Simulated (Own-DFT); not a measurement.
## Calculated data, GaP (zincblende, atoms displaced)

A calculation, not a measurement: plane-wave PBE density functional theory by an unreviewed code, no spin, of a simulated periodic cell, stress positive in tension, free energy of the whole cell less one offset for each atom, forces on such cells passed a denser k mesh, this cell's mesh not checked; offsets are fitted by least squares, one for each functional and potential file, so energies compare only between cells with the same atoms and settings and are not formation energies; the far tail of each file's local potential was reset to the Coulomb form; each entry is a single point on an unrelaxed cell, so the pressure reflects the starting lattice, mostly measured values (interpolated for alloys), from which strain is counted, and rises with the displacements; printed positions are rounded, which can move forces by about a meV/angstrom; the program, named Own-DFT, is a retired in-house code; no spin-orbit coupling. Program: Own-DFT development build.

Settings shared by all entries: functional PBE; potential files PseudoDojo norm-conserving, scalar-relativistic, standard set; wave cutoff 42 hartree; occupations Fermi-Dirac; smearing width 0.1 eV; k mesh 3 x 3 x 3 centred on Gamma.

(1) GaP (zincblende, atoms displaced)

```cif
# cell vector a (Å): 10.9010 0.0000 0.0000
# cell vector b (Å): 0.0000 10.9010 0.0000
# cell vector c (Å): 0.0000 0.0000 10.9010
data_GaP
_symmetry_space_group_name_H-M 'P 1'
_symmetry_Int_Tables_number 1
_cell_length_a 10.9010
_cell_length_b 10.9010
_cell_length_c 10.9010
_cell_angle_alpha 90.000
_cell_angle_beta 90.000
_cell_angle_gamma 90.000
_cell_volume 1295.39
loop_
_atom_site_label
_atom_site_type_symbol
_atom_site_fract_x
_atom_site_fract_y
_atom_site_fract_z
_atom_site_occupancy
Ga1 Ga 0.01260 0.98150 0.00045 1
Ga2 Ga 0.00124 0.25834 0.27068 1
Ga3 Ga 0.26154 0.99424 0.25447 1
Ga4 Ga 0.24767 0.23995 0.03229 1
P1 P 0.11572 0.12600 0.12528 1
P2 P 0.12622 0.35389 0.37515 1
P3 P 0.38321 0.12673 0.34571 1
P4 P 0.37346 0.38093 0.12421 1
Ga5 Ga 0.00249 0.02021 0.50851 1
Ga6 Ga 0.99806 0.25312 0.73716 1
Ga7 Ga 0.23151 0.00108 0.76647 1
Ga8 Ga 0.26110 0.25144 0.48412 1
P5 P 0.09573 0.09953 0.62551 1
P6 P 0.11022 0.37560 0.83907 1
P7 P 0.36791 0.13926 0.88239 1
P8 P 0.39929 0.36310 0.62754 1
Ga9 Ga 0.00395 0.49554 0.99928 1
Ga10 Ga 0.00205 0.74878 0.25960 1
Ga11 Ga 0.24324 0.50805 0.21981 1
Ga12 Ga 0.26513 0.73511 0.99024 1
P9 P 0.09516 0.63302 0.13243 1
P10 P 0.13984 0.87885 0.36796 1
P11 P 0.36049 0.61293 0.33902 1
P12 P 0.38596 0.88499 0.13433 1
Ga13 Ga 0.00815 0.49401 0.48890 1
Ga14 Ga 0.99206 0.76130 0.74683 1
Ga15 Ga 0.24023 0.52272 0.74352 1
Ga16 Ga 0.25934 0.73827 0.49543 1
P13 P 0.11716 0.62769 0.64875 1
P14 P 0.10860 0.87542 0.85898 1
P15 P 0.40616 0.62866 0.90312 1
P16 P 0.39318 0.88328 0.62412 1
Ga17 Ga 0.47735 0.99684 0.99636 1
Ga18 Ga 0.51369 0.25294 0.24657 1
Ga19 Ga 0.73690 0.99205 0.27306 1
Ga20 Ga 0.76119 0.25489 0.99005 1
P17 P 0.61241 0.10807 0.11672 1
P18 P 0.61489 0.38998 0.38960 1
P19 P 0.86601 0.14301 0.36279 1
P20 P 0.85296 0.35779 0.11689 1
Ga21 Ga 0.49029 0.00403 0.49215 1
Ga22 Ga 0.47807 0.25160 0.75273 1
Ga23 Ga 0.77208 0.99008 0.74918 1
Ga24 Ga 0.75078 0.23135 0.47817 1
P21 P 0.60705 0.13846 0.64181 1
P22 P 0.62625 0.38163 0.86587 1
P23 P 0.85444 0.11988 0.89372 1
P24 P 0.86651 0.37433 0.61801 1
Ga25 Ga 0.47425 0.48726 0.00432 1
Ga26 Ga 0.51537 0.73957 0.25096 1
Ga27 Ga 0.74689 0.52206 0.25464 1
Ga28 Ga 0.76293 0.75339 0.99439 1
P25 P 0.62956 0.61570 0.13484 1
P26 P 0.63078 0.87012 0.40398 1
P27 P 0.85527 0.62525 0.36620 1
P28 P 0.89888 0.87034 0.11660 1
Ga29 Ga 0.51011 0.48708 0.50342 1
Ga30 Ga 0.51081 0.74011 0.72487 1
Ga31 Ga 0.78143 0.49990 0.75222 1
Ga32 Ga 0.74005 0.75512 0.51387 1
P29 P 0.63690 0.62129 0.62614 1
P30 P 0.62668 0.86242 0.87400 1
P31 P 0.84411 0.62589 0.87726 1
P32 P 0.88810 0.86143 0.61174 1
```

```
free energy of cell above offsets : -10.647 eV
pressure                          : 8.32 GPa
stress xx                         : -7.39 GPa
stress yy                         : -8.74 GPa
stress zz                         : -8.82 GPa
stress yz                         : -1.66 GPa
stress xz                         : -0.68 GPa
stress xy                         : -0.05 GPa
```

Force:
| element | x (eV/Å) | y (eV/Å) | z (eV/Å) |
| --- | --- | --- | --- |
| Ga | -0.482 | 2.934 | -0.326 |
| Ga | -1.908 | -1.174 | -4.426 |
| Ga | -1.268 | 0.69 | -1.522 |
| Ga | 0.44 | 1.237 | -2.395 |
| P | -0.604 | -1.339 | 1.687 |
| P | 1.898 | 4.016 | 0.624 |
| P | -0.28 | 0.427 | 2.619 |
| P | -1.22 | -2.835 | 2.04 |
| Ga | -5.779 | -5.843 | -8.469 |
| Ga | -2.295 | -1.822 | -0.345 |
| Ga | 2.107 | 1.066 | -1.641 |
| Ga | 1.133 | -1.411 | 1.531 |
| P | 7.506 | 6.432 | 6.945 |
| P | 2.363 | 1.565 | 3.572 |
| P | -1.576 | -1.388 | 0.319 |
| P | -4.825 | 3.486 | -2.884 |
| Ga | -1.613 | -0.721 | -0.884 |
| Ga | -1.294 | 1.598 | 1.478 |
| Ga | -1.981 | -0.964 | 0.179 |
| Ga | -2.279 | 2.137 | 1.927 |
| P | 2.837 | -1.774 | -2.654 |
| P | -1.688 | -0.598 | 1.868 |
| P | 1.938 | 1.316 | 3.61 |
| P | -0.813 | -2.835 | -0.372 |
| Ga | -1.047 | 0.455 | 0.898 |
| Ga | -1.121 | -2.372 | 1.018 |
| Ga | 3.693 | -3.33 | 2.478 |
| Ga | -0.137 | 0.586 | 0.26 |
| P | -1.418 | 1.827 | -4.54 |
| P | 2.166 | -1.422 | 2.157 |
| P | -1.589 | 2.025 | -5.154 |
| P | -2.752 | -1.133 | 0.681 |
| Ga | 1.822 | 0.124 | -1.456 |
| Ga | 0.554 | 0.771 | -0.492 |
| Ga | 0.655 | 0.427 | -2.287 |
| Ga | -4.768 | -0.478 | -0.767 |
| P | 1.485 | 1.137 | 0.727 |
| P | 4.199 | -3.795 | -4.702 |
| P | 2.005 | -4.411 | -0.972 |
| P | 3.471 | 3.697 | 3.86 |
| Ga | 1.07 | 1.643 | 0.337 |
| Ga | 3.073 | -1.147 | 3.233 |
| Ga | -2.021 | 0.178 | 0.024 |
| Ga | -4.005 | 3.466 | 4.471 |
| P | 2.251 | -2.302 | -2.224 |
| P | -0.614 | -0.323 | 0.686 |
| P | 3.837 | -2.203 | -2.562 |
| P | 0.943 | -0.95 | -1.558 |
| Ga | 5.115 | -1.037 | -0.352 |
| Ga | -0.735 | 1.131 | 0.505 |
| Ga | -0.98 | -5.03 | -1.082 |
| Ga | -2.185 | 1.527 | 2.555 |
| P | -1.382 | 1.38 | -3.306 |
| P | -2.219 | 1.032 | -2.559 |
| P | 3.995 | 2.413 | 3.577 |
| P | -2.724 | -0.702 | 2.196 |
| Ga | -2.911 | 3.643 | 2.354 |
| Ga | -0.308 | 1.173 | 2.335 |
| Ga | -3.14 | -1.816 | -1.685 |
| Ga | 1.997 | -1.756 | 0.209 |
| P | -0.159 | -2.223 | -0.358 |
| P | -0.469 | 1.104 | -0.493 |
| P | 5.091 | 0.403 | 0.329 |
| P | -1.054 | 2.086 | -0.827 |

(2) GaP (zincblende, atoms displaced)

```cif
# cell vector a (Å): 10.9010 0.0000 0.0000
# cell vector b (Å): 0.0000 10.9010 0.0000
# cell vector c (Å): 0.0000 0.0000 10.9010
data_GaP
_symmetry_space_group_name_H-M 'P 1'
_symmetry_Int_Tables_number 1
_cell_length_a 10.9010
_cell_length_b 10.9010
_cell_length_c 10.9010
_cell_angle_alpha 90.000
_cell_angle_beta 90.000
_cell_angle_gamma 90.000
_cell_volume 1295.39
loop_
_atom_site_label
_atom_site_type_symbol
_atom_site_fract_x
_atom_site_fract_y
_atom_site_fract_z
_atom_site_occupancy
Ga1 Ga 0.99045 0.97132 0.00675 1
Ga2 Ga 0.99739 0.22725 0.23957 1
Ga3 Ga 0.23832 0.98894 0.26761 1
Ga4 Ga 0.26130 0.24056 0.02923 1
P1 P 0.14033 0.13392 0.11354 1
P2 P 0.13908 0.40516 0.37043 1
P3 P 0.36641 0.12568 0.41282 1
P4 P 0.37295 0.37326 0.11826 1
Ga5 Ga 0.97451 0.00538 0.48916 1
Ga6 Ga 0.01177 0.23482 0.75017 1
Ga7 Ga 0.23647 0.00732 0.75602 1
Ga8 Ga 0.25307 0.23054 0.48680 1
P5 P 0.11374 0.11530 0.63435 1
P6 P 0.10067 0.36836 0.86847 1
P7 P 0.36395 0.11362 0.86507 1
P8 P 0.37403 0.37962 0.59729 1
Ga9 Ga 0.98138 0.48853 0.00468 1
Ga10 Ga 0.97985 0.71327 0.25116 1
Ga11 Ga 0.27574 0.50026 0.25140 1
Ga12 Ga 0.24621 0.75404 0.01409 1
P9 P 0.09549 0.61043 0.15696 1
P10 P 0.10962 0.86851 0.36742 1
P11 P 0.38362 0.60572 0.37930 1
P12 P 0.40636 0.88437 0.13540 1
Ga13 Ga 0.99248 0.48474 0.51108 1
Ga14 Ga 0.00995 0.75558 0.74460 1
Ga15 Ga 0.24390 0.49199 0.74920 1
Ga16 Ga 0.25277 0.74823 0.51593 1
P13 P 0.12636 0.63767 0.63598 1
P14 P 0.13552 0.87012 0.86409 1
P15 P 0.37031 0.60311 0.85001 1
P16 P 0.37764 0.86535 0.63546 1
Ga17 Ga 0.49692 0.00072 0.99801 1
Ga18 Ga 0.50155 0.26382 0.23912 1
Ga19 Ga 0.74401 0.01626 0.26394 1
Ga20 Ga 0.75151 0.23552 0.99717 1
P17 P 0.62203 0.13941 0.11414 1
P18 P 0.63050 0.35353 0.36694 1
P19 P 0.87569 0.10496 0.38288 1
P20 P 0.85519 0.36532 0.13650 1
Ga21 Ga 0.49103 0.01568 0.52028 1
Ga22 Ga 0.50579 0.25570 0.76286 1
Ga23 Ga 0.72949 0.98050 0.73951 1
Ga24 Ga 0.72900 0.24588 0.48955 1
P21 P 0.59508 0.11736 0.62469 1
P22 P 0.60437 0.37735 0.87966 1
P23 P 0.86776 0.11969 0.88697 1
P24 P 0.90930 0.37534 0.63955 1
Ga25 Ga 0.49051 0.50017 0.00792 1
Ga26 Ga 0.49240 0.76249 0.27025 1
Ga27 Ga 0.77163 0.50561 0.25009 1
Ga28 Ga 0.74906 0.74574 0.98572 1
P25 P 0.61275 0.62646 0.11215 1
P26 P 0.62300 0.87080 0.37115 1
P27 P 0.88374 0.61271 0.39668 1
P28 P 0.86104 0.86513 0.09591 1
Ga29 Ga 0.49275 0.49254 0.46350 1
Ga30 Ga 0.51514 0.76528 0.76167 1
Ga31 Ga 0.75215 0.46574 0.75796 1
Ga32 Ga 0.74872 0.76517 0.51486 1
P29 P 0.62467 0.62334 0.61537 1
P30 P 0.61410 0.87595 0.87943 1
P31 P 0.86794 0.63176 0.87111 1
P32 P 0.87867 0.87657 0.61668 1
```

```
free energy of cell above offsets : -10.381 eV
pressure                          : 8.59 GPa
stress xx                         : -8.96 GPa
stress yy                         : -8.92 GPa
stress zz                         : -7.88 GPa
stress yz                         : -0.73 GPa
stress xz                         : -0.58 GPa
stress xy                         : -0.53 GPa
```

Force:
| element | x (eV/Å) | y (eV/Å) | z (eV/Å) |
| --- | --- | --- | --- |
| Ga | 3.023 | 2.716 | -2.553 |
| Ga | 0.343 | 1.729 | 0.712 |
| Ga | 1.761 | 1.489 | -1.123 |
| Ga | 1.412 | 1.68 | -5.467 |
| P | -4.38 | -5.124 | 3.372 |
| P | -1.446 | -3.623 | 1.013 |
| P | 5.075 | -5.403 | -7.916 |
| P | 0.746 | 1.161 | 1.178 |
| Ga | 5.987 | -4.291 | 4.571 |
| Ga | -2.062 | -0.529 | 1.461 |
| Ga | 0.642 | -1.432 | -1.567 |
| Ga | -7.083 | 7.339 | 4.739 |
| P | 0.736 | -0.596 | -3.223 |
| P | 2.633 | 1.093 | 1.96 |
| P | 1.646 | 2.215 | 2.132 |
| P | -0.44 | -0.988 | 2.175 |
| Ga | 0.132 | 0.5 | -0.007 |
| Ga | -2.5 | 5.307 | 1.879 |
| Ga | -2.167 | 0.196 | -1.365 |
| Ga | 0.428 | -1.029 | -0.124 |
| P | 5.651 | -3.011 | -4.956 |
| P | -0.599 | -1.212 | 1.212 |
| P | -3.406 | 6.995 | -2.462 |
| P | -3.876 | -0.389 | 0.107 |
| Ga | 3.485 | 2.342 | -1.849 |
| Ga | -1.809 | 0.171 | 0.952 |
| Ga | -1.303 | -1.474 | -1.515 |
| Ga | -0.238 | 0.115 | -1.406 |
| P | 0.019 | -2.567 | -1.428 |
| P | -1.15 | -0.032 | 2.407 |
| P | 1.774 | 2.575 | 3.24 |
| P | -0.16 | 1.512 | -0.116 |
| Ga | 0.283 | 1.471 | -0.506 |
| Ga | -0.619 | -1.706 | 0.464 |
| Ga | -1.571 | -1.854 | -2.605 |
| Ga | -0.612 | 2.611 | -0.229 |
| P | -1.062 | -2.016 | 1.61 |
| P | -0.772 | 3.819 | -1.611 |
| P | -3.379 | 6.527 | -4.049 |
| P | 1.736 | -1.36 | -1.581 |
| Ga | -2.775 | -5.809 | -3.228 |
| Ga | -2.614 | -1.039 | -2.261 |
| Ga | 1.013 | 1.566 | 0.124 |
| Ga | 2.442 | -2.089 | 3.086 |
| P | 5.898 | 3.912 | 3.938 |
| P | 2.659 | -0.182 | 1.335 |
| P | 1.258 | -1.646 | -2.281 |
| P | -4.179 | -2.651 | 1.118 |
| Ga | -0.435 | 0.902 | -1.766 |
| Ga | 0.11 | -2.777 | -0.951 |
| Ga | -2.385 | 0.859 | 0.749 |
| Ga | -2.194 | -0.749 | -0.114 |
| P | 1.428 | 0.667 | 2.03 |
| P | 1.315 | 2.058 | 2.018 |
| P | -2.603 | 1.018 | 0.297 |
| P | -0.925 | -0.549 | 5.376 |
| Ga | 5.143 | -3.758 | 4.601 |
| Ga | -2.374 | -3.957 | -2.738 |
| Ga | 0.091 | 2.317 | -0.806 |
| Ga | -1.026 | -2.08 | -1.493 |
| P | -0.079 | -0.623 | 0.762 |
| P | 2.148 | 1.099 | 1.723 |
| P | 1.044 | -1.793 | -1.112 |
| P | 0.163 | 0.376 | 2.066 |
